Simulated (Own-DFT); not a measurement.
Simulation results for Si47N64 (beta silicon nitride with one vacancy, atoms displaced)

All values are calculated (Own-DFT development build). A calculation, not a measurement: plane-wave PBE density functional theory by an unreviewed code, no spin, of a simulated periodic cell, stress positive in tension, free energy of the whole cell less one offset for each atom, some atoms lie very close together, defect cell not probed for a lower state with spin; forces on such cells moved up to 12 meV/angstrom on a denser k mesh; offsets are fitted by least squares, one for each functional and potential file, so energies compare only between cells with the same atoms and settings and are not formation energies; the far tail of each file's local potential was reset to the Coulomb form; each entry is a single point on an unrelaxed cell, so the pressure reflects the starting lattice, mostly measured values (interpolated for alloys), from which strain is counted, and rises with the displacements; printed positions are rounded, which can move forces by about a meV/angstrom; the program, named Own-DFT, is a retired in-house code; no spin-orbit coupling; before rounding, a Quantum ESPRESSO 7.3.1 run of the same cell and cutoff gave forces within 1 meV/angstrom rms on each cell, which checks the program and not the settings.

Common to all runs: functional PBE; potential files PseudoDojo norm-conserving, scalar-relativistic, standard set; wave cutoff 42 hartree; occupations Fermi-Dirac; smearing width 0.1 eV; k mesh 2 x 2 x 4 centred on Gamma.

(1) Si47N64 (beta silicon nitride with one vacancy, atoms displaced)

```
Si47N64
1.0
     15.2120     0.0000     0.0000
     -7.6060    13.1740     0.0000
      0.0000     0.0000     5.8180
Si N Si N Si N Si N Si N Si N Si N Si N
6 8 5 8 6 8 6 8 6 8 6 8 6 8 6 8
Direct
  0.08690 0.38597 0.15088
  0.11383 0.18968 0.14601
  0.29806 0.41669 0.12014
  0.42270 0.12181 0.36736
  0.39403 0.30632 0.35593
  0.20509 0.08612 0.36719
  0.16489 0.01536 0.12262
  0.48659 0.14680 0.12546
  0.34475 0.33317 0.12152
  0.33013 0.48141 0.38175
  0.00869 0.34746 0.37925
  0.15536 0.17062 0.37130
  0.16726 0.32984 0.11164
  0.33590 0.17195 0.37891
  0.08033 0.38094 0.62851
  0.11081 0.20074 0.62528
  0.30721 0.42461 0.63664
  0.41582 0.11170 0.87513
  0.38828 0.28987 0.88017
  0.15625 0.99941 0.65012
  0.48057 0.14502 0.64947
  0.35735 0.33855 0.60806
  0.34573 0.48955 0.87449
  0.01985 0.34882 0.89895
  0.15045 0.16582 0.89022
  0.17036 0.33935 0.60865
  0.33460 0.17462 0.88695
  0.08811 0.89282 0.13111
  0.11596 0.69544 0.15423
  0.29262 0.91411 0.11042
  0.41961 0.62346 0.37520
  0.37990 0.79730 0.36891
  0.22289 0.60106 0.37133
  0.18146 0.52449 0.11155
  0.47338 0.64652 0.11126
  0.35267 0.83477 0.10856
  0.31388 0.98722 0.37386
  0.01039 0.85362 0.36019
  0.15028 0.67534 0.36800
  0.17568 0.83313 0.13302
  0.32523 0.66682 0.37597
  0.08305 0.87907 0.66246
  0.11786 0.69412 0.63171
  0.29346 0.90032 0.64287
  0.41278 0.61809 0.87644
  0.38291 0.78996 0.88395
  0.20262 0.59148 0.88938
  0.15102 0.51481 0.61776
  0.48325 0.65755 0.62769
  0.34809 0.83602 0.64907
  0.33151 0.98481 0.86664
  0.01821 0.84888 0.87016
  0.15064 0.66649 0.86394
  0.15789 0.83961 0.62032
  0.33133 0.67974 0.89412
  0.58385 0.37845 0.10342
  0.61638 0.20940 0.13501
  0.80244 0.41671 0.14362
  0.90565 0.12239 0.38254
  0.87561 0.29322 0.39589
  0.70973 0.08602 0.36459
  0.65336 0.01208 0.13169
  0.97428 0.13692 0.12623
  0.84616 0.32869 0.13842
  0.83445 0.48705 0.39885
  0.51776 0.35023 0.36152
  0.64500 0.17254 0.37193
  0.68006 0.33838 0.14710
  0.83033 0.16578 0.39180
  0.58623 0.38920 0.61568
  0.61452 0.20069 0.61614
  0.79454 0.40814 0.64166
  0.90962 0.10291 0.87317
  0.89135 0.30380 0.86731
  0.70785 0.09078 0.86554
  0.67037 0.02422 0.61090
  0.98871 0.15180 0.61339
  0.84372 0.33170 0.61889
  0.83170 0.49111 0.87516
  0.50677 0.34549 0.88396
  0.64975 0.16681 0.88030
  0.66657 0.34106 0.61148
  0.84057 0.16712 0.88986
  0.59524 0.89294 0.13264
  0.62237 0.70689 0.11368
  0.79718 0.91307 0.13766
  0.91814 0.61859 0.35241
  0.87776 0.79922 0.37190
  0.69634 0.59129 0.39424
  0.67287 0.52219 0.10988
  0.98111 0.65503 0.12470
  0.85529 0.83898 0.13730
  0.83226 0.98806 0.37427
  0.51747 0.85304 0.36647
  0.64873 0.66447 0.36609
  0.66644 0.83467 0.12289
  0.82970 0.67190 0.35270
  0.59070 0.88081 0.64151
  0.60763 0.70103 0.61556
  0.80473 0.92226 0.63816
  0.91188 0.61291 0.88525
  0.89839 0.80417 0.87310
  0.69214 0.57853 0.88498
  0.67184 0.51619 0.61879
  0.98301 0.66082 0.59749
  0.85700 0.82834 0.62515
  0.83942 0.99176 0.87824
  0.52002 0.84601 0.87702
  0.64620 0.65827 0.87515
  0.67362 0.83540 0.62348
  0.83093 0.65789 0.88769
```

The calculation gives: free energy of cell above offsets 27.053 eV; pressure 13.62 GPa; stress xx -11.93 GPa; stress yy -14.72 GPa; stress zz -14.2 GPa; stress yz 1.52 GPa; stress xz -0.89 GPa; stress xy -3.82 GPa.

Force:
```tsv
element	x (eV/Å)	y (eV/Å)	z (eV/Å)
Si	3.305	0.07	-2.301
Si	-4.097	2.247	-6.611
Si	0.22	-2.837	1.375
Si	-5.05	-3.164	3.664
Si	-3.971	-2.405	1.801
Si	0.228	-0.755	2.06
N	-0.061	1.454	0.724
N	1	1.066	-0.992
N	1.188	1.125	-1.053
N	0.51	5.173	-1.653
N	-0.809	-0.41	1.499
N	2.449	-2.16	6.147
N	-1.718	0.912	1.13
N	1.941	0.322	-0.402
Si	3.121	1.402	0.875
Si	5.448	2.132	1.89
Si	0.247	-6.585	-2.781
Si	-6.501	-0.555	3.24
Si	-8.86	4.447	-1.914
N	-0.043	6.766	-3.204
N	3.991	2.374	-6.809
N	-0.368	1.386	2.352
N	-0.85	1.588	1.316
N	-1.986	0.453	-2.43
N	-1.2	0.426	-2.703
N	-0.676	-0.572	0.881
N	3.683	-8.513	0.128
Si	2.272	-1.721	0.53
Si	-7.747	6.367	-13.83
Si	2.336	2.642	2.472
Si	-2.67	-3.191	-1.288
Si	0.909	2.852	0.607
Si	-18.86	-16.65	0.41
N	-0.887	-3.587	5.628
N	4.832	2.986	4.325
N	-1.469	1.487	3.582
N	3.753	-0.032	0.023
N	0.052	-0.711	2.388
N	9.395	-4.971	10.32
N	-5.546	-4.01	-0.577
N	18.12	13.55	1.293
Si	0.16	1.935	-10.78
Si	-7.286	4.116	-3.399
Si	-7.479	5.666	-2.905
Si	-3.466	-0.079	-1.849
Si	0.699	12.76	-1.577
Si	-0.045	0.122	-5.992
N	1.549	2.411	0.28
N	-0.512	-0.204	-0.528
N	4.817	-3.362	-3.275
N	0.903	-0.392	0.757
N	-3.027	-1.834	9.346
N	0.552	-1.124	5.892
N	9.356	-5.196	0.273
N	3.517	-14.3	-1.072
Si	3.531	3.178	3.349
Si	1.223	-0.074	-3.29
Si	1.052	1.365	-0.445
Si	6.958	-2.084	-2.042
Si	2.168	0.494	-5.392
Si	-4.922	0.24	0.066
N	1.717	5.892	-2.21
N	1.559	1.579	1.652
N	0.289	1.085	-1.746
N	1.116	0.237	-2.063
N	1.844	0.901	-0.015
N	4.867	-3.169	0.369
N	-5.594	-1.161	-1.891
N	-2.019	2.641	-0.081
Si	0.237	-1.455	0.408
Si	-1.875	1.699	4.107
Si	-2.316	3.459	-0.955
Si	2.216	13.05	0.329
Si	-0.354	-2.452	3.786
Si	-1.166	1.261	1.069
N	0.006	-3.703	2.582
N	-4.722	-2.267	1.02
N	0.447	0.196	4.424
N	1.723	-5.065	1.628
N	6.545	3.873	-3.254
N	0.6	0.008	-0.768
N	0.179	-3.08	1.45
N	-1.724	0.225	-1.022
Si	-2.123	-5.78	-0.995
Si	-1.897	-0.921	0.134
Si	1.299	-0.104	-0.976
Si	-5.941	-1.478	5.967
Si	5.722	-1.761	0.452
Si	6.097	-1.048	-4.409
N	-1.211	-6.873	8.295
N	5.529	1.261	-3.223
N	-3.381	2.009	-5.304
N	-0.462	0.017	1.977
N	-0.771	-1.355	2.86
N	-4.492	2.012	0.989
N	1.244	0.194	0.036
N	0.397	-2.399	1.034
Si	-1.108	2.073	-3.452
Si	4.016	1.587	1.389
Si	1.131	-3.54	-2.731
Si	-0.684	2.863	-4.491
Si	-3.891	-4.941	1.74
Si	3.656	4.905	-6.113
N	-2.005	-0.469	1.868
N	2.846	-0.668	4.206
N	-5.045	3.783	2.869
N	-1.708	-11.43	0.89
N	-1.188	-0.15	1.106
N	-2.726	1.682	-2.056
N	-0.19	-0.702	0.341
N	-2.071	3.448	-0.761
```

(2) Si47N64 (beta silicon nitride with one vacancy, atoms displaced)

```
Si47N64
1.0
     15.2120     0.0000     0.0000
     -7.6060    13.1740     0.0000
      0.0000     0.0000     5.8180
Si N Si N Si N Si N Si N Si N Si N Si N
6 8 6 8 6 8 6 8 6 8 6 8 5 8 6 8
Direct
  0.09701 0.39071 0.13527
  0.11145 0.20386 0.11447
  0.29357 0.42109 0.14299
  0.40418 0.11153 0.38080
  0.38323 0.29137 0.36968
  0.19443 0.08067 0.37267
  0.16510 0.01590 0.12351
  0.47094 0.14804 0.13611
  0.34633 0.34482 0.16647
  0.33886 0.48719 0.37121
  0.01479 0.35446 0.38166
  0.13481 0.16799 0.40636
  0.16638 0.32183 0.11664
  0.33721 0.16753 0.38773
  0.08770 0.38020 0.60591
  0.11780 0.19692 0.65208
  0.29770 0.42468 0.63658
  0.41769 0.11678 0.87356
  0.39171 0.29933 0.89302
  0.20455 0.08710 0.85517
  0.16787 0.01697 0.62680
  0.47139 0.15362 0.63969
  0.35289 0.32780 0.60431
  0.33871 0.48779 0.87760
  0.02301 0.35303 0.86566
  0.15943 0.16195 0.86531
  0.17131 0.34288 0.61384
  0.33373 0.16910 0.88027
  0.07687 0.87960 0.13259
  0.11325 0.69244 0.12896
  0.29222 0.90043 0.13561
  0.41313 0.61414 0.33678
  0.38872 0.80531 0.36583
  0.20646 0.58903 0.36796
  0.16149 0.50511 0.11801
  0.47974 0.64545 0.12169
  0.33843 0.81867 0.12898
  0.32969 0.97890 0.36186
  0.00387 0.84687 0.36970
  0.14703 0.66969 0.38410
  0.17415 0.84278 0.14407
  0.33566 0.66487 0.35478
  0.08284 0.88035 0.62430
  0.10887 0.69252 0.65110
  0.29479 0.90714 0.61702
  0.40977 0.62317 0.87551
  0.39312 0.79774 0.85961
  0.20120 0.59847 0.87631
  0.16245 0.51167 0.61145
  0.49089 0.65240 0.63486
  0.35224 0.83783 0.63408
  0.33598 0.97824 0.86691
  0.02583 0.86441 0.87893
  0.15366 0.68334 0.90052
  0.16067 0.83360 0.62857
  0.34132 0.67363 0.87377
  0.58361 0.37999 0.12142
  0.60456 0.19858 0.11076
  0.80276 0.40989 0.13541
  0.90168 0.10767 0.38929
  0.89129 0.31122 0.37236
  0.69216 0.07733 0.35227
  0.66053 0.01166 0.11050
  0.98906 0.15318 0.11611
  0.86059 0.35099 0.13517
  0.84179 0.48968 0.37834
  0.49966 0.33946 0.37064
  0.64695 0.15637 0.38066
  0.66950 0.33578 0.13434
  0.84063 0.17544 0.39656
  0.58398 0.37797 0.61629
  0.61214 0.20985 0.63627
  0.79463 0.40655 0.62961
  0.92526 0.12133 0.88426
  0.88849 0.29228 0.87815
  0.69386 0.08260 0.87989
  0.66831 0.00738 0.60299
  0.98299 0.14097 0.65737
  0.85153 0.33938 0.62501
  0.83074 0.48187 0.86891
  0.50782 0.34857 0.88140
  0.64590 0.16400 0.86946
  0.67085 0.33584 0.62779
  0.83128 0.16142 0.87614
  0.59200 0.88744 0.11721
  0.61540 0.70150 0.14357
  0.91585 0.61855 0.38058
  0.88667 0.80432 0.39636
  0.68857 0.57736 0.38316
  0.66774 0.51296 0.15098
  0.98285 0.65317 0.13477
  0.85050 0.82544 0.13489
  0.82648 0.98286 0.39790
  0.52449 0.84623 0.38974
  0.64992 0.66419 0.35901
  0.66239 0.84014 0.14862
  0.83611 0.67311 0.37592
  0.58447 0.88447 0.59759
  0.62834 0.69801 0.65497
  0.80286 0.92127 0.63592
  0.91916 0.61438 0.87496
  0.88384 0.80611 0.88962
  0.70152 0.58523 0.87147
  0.65759 0.50844 0.64180
  0.98504 0.65065 0.63780
  0.84567 0.82817 0.61702
  0.83998 0.99400 0.89068
  0.51888 0.85587 0.86626
  0.64683 0.66903 0.88053
  0.67364 0.84015 0.63374
  0.83511 0.66454 0.88314
```

Results for Si47N64 (beta silicon nitride with one vacancy, atoms displaced): free energy of cell above offsets 26.251 eV; pressure 13.84 GPa; stress xx -14.65 GPa; stress yy -9.28 GPa; stress zz -17.58 GPa; stress yz 0.28 GPa; stress xz -0.35 GPa; stress xy -0.2 GPa.

Force:
```tsv
element	x (eV/Å)	y (eV/Å)	z (eV/Å)
Si	-1.691	-10.7	-2.053
Si	4.249	-4.976	3.012
Si	1.766	-4.345	-4.05
Si	0.412	-1.853	0.605
Si	-6.505	-1.171	0.091
Si	-0.245	3.489	0.131
N	-0.655	-0.567	-0.362
N	4.616	1.756	-1.252
N	2.889	-1.885	-4.721
N	-1.208	2.019	3.341
N	1.667	0.61	-3.17
N	5.174	-3.401	-7.992
N	-2.42	8.927	0.203
N	-4.508	-2.674	-0.883
Si	-0.5	1.044	3.944
Si	-4.381	3.612	-0.837
Si	2.746	-3.801	-2.718
Si	-6.455	-4.832	4.822
Si	-9.908	-2.399	-1.584
Si	3.291	-0.956	4.552
N	-0.23	-3.255	-2.826
N	6.638	3.22	-5.845
N	-3.288	2.893	6.585
N	-0.921	1.587	2.444
N	-1.542	-0.884	1.631
N	-3.827	2.618	4.463
N	1.561	-2.807	0.672
N	1.271	-0.968	0.461
Si	4.309	2.724	0.43
Si	-7.108	5.968	8.799
Si	2.103	4.414	-3.653
Si	-1.394	-0.033	9.657
Si	2.427	-2.739	2.673
Si	-0.495	-0.39	0.925
N	0.406	11.76	-0.427
N	4.272	2.421	-4.62
N	0.844	1.306	-2.372
N	1.325	1.514	2.631
N	6.508	2.791	2.336
N	3.066	-2.699	1.214
N	-6.207	-6.22	-0.328
N	-1.487	1.632	0.613
Si	-0.004	2.175	-0.701
Si	-1.336	5.189	-4.82
Si	-2.582	1.741	1.154
Si	6.933	-3.041	-2.556
Si	-2.088	2.223	2.189
Si	3.3	-3.413	-1.183
N	-0.399	4.127	1.659
N	-0.601	-0.431	-1.596
N	1.465	-1.709	-2.745
N	0.438	1.343	1.258
N	-4.098	-2.867	-1.572
N	6.926	-4.365	-6.713
N	2.911	-2.676	0.045
N	-6.669	-1.432	-0.447
Si	0.034	0.872	1.871
Si	1.221	0.459	3.995
Si	-6.439	5.237	-1.298
Si	2.304	1.332	-0.223
Si	-0.18	-3.899	1.935
Si	3.319	2.74	4.127
N	-0.837	1.179	0.533
N	-1.445	-0.524	4.701
N	5.727	-4.564	-2.48
N	-0.455	-2.132	0.654
N	10.7	4.812	-0.11
N	-4.404	2.594	-0.942
N	-0.771	-2.271	-0.507
N	-2.302	-0.507	-1.712
Si	-2.663	-0.292	0.488
Si	1.115	-4.18	-3.058
Si	1.238	4.834	-0.624
Si	-6.714	-3.474	2.782
Si	-0.314	1.393	-0.735
Si	3.226	0.904	-4.978
N	-1.455	3.553	1.904
N	3.485	2.866	-7.151
N	2.148	-1.689	1.139
N	0.663	0.614	1.779
N	8.256	3.435	-0.959
N	-0.911	0.091	0.564
N	-3.548	-1.166	-0.238
N	-1.312	1.029	0.779
Si	-2.484	-1.814	-0.402
Si	-3.4	4.909	-3.851
Si	-2.982	-0.169	0.57
Si	-2.634	-3.811	-6.083
Si	3.009	3.716	1.403
N	-0.885	-2.325	-4.928
N	2.742	0.224	-1.686
N	-1.761	0.717	1.671
N	0.41	2.097	-1.994
N	-9.274	-4.087	-12.31
N	1.674	-1.813	6.432
N	4.7	-5.104	-0.131
N	-0.505	-2.912	1.147
Si	7.756	2.174	12
Si	-9.065	5.897	-12.89
Si	0.305	-1.754	2.504
Si	-4.918	-1.755	2.452
Si	2.287	-1.681	-2.494
Si	1.446	1.406	3.776
N	-0.548	0.157	-1.912
N	0.843	-0.159	-1.624
N	-3.301	2.524	7.063
N	0.28	-2.024	-1.55
N	0.233	0.263	0.171
N	6.912	-4.959	10.3
N	-0.599	-3.098	0.492
N	-0.683	0.522	-0.879
```
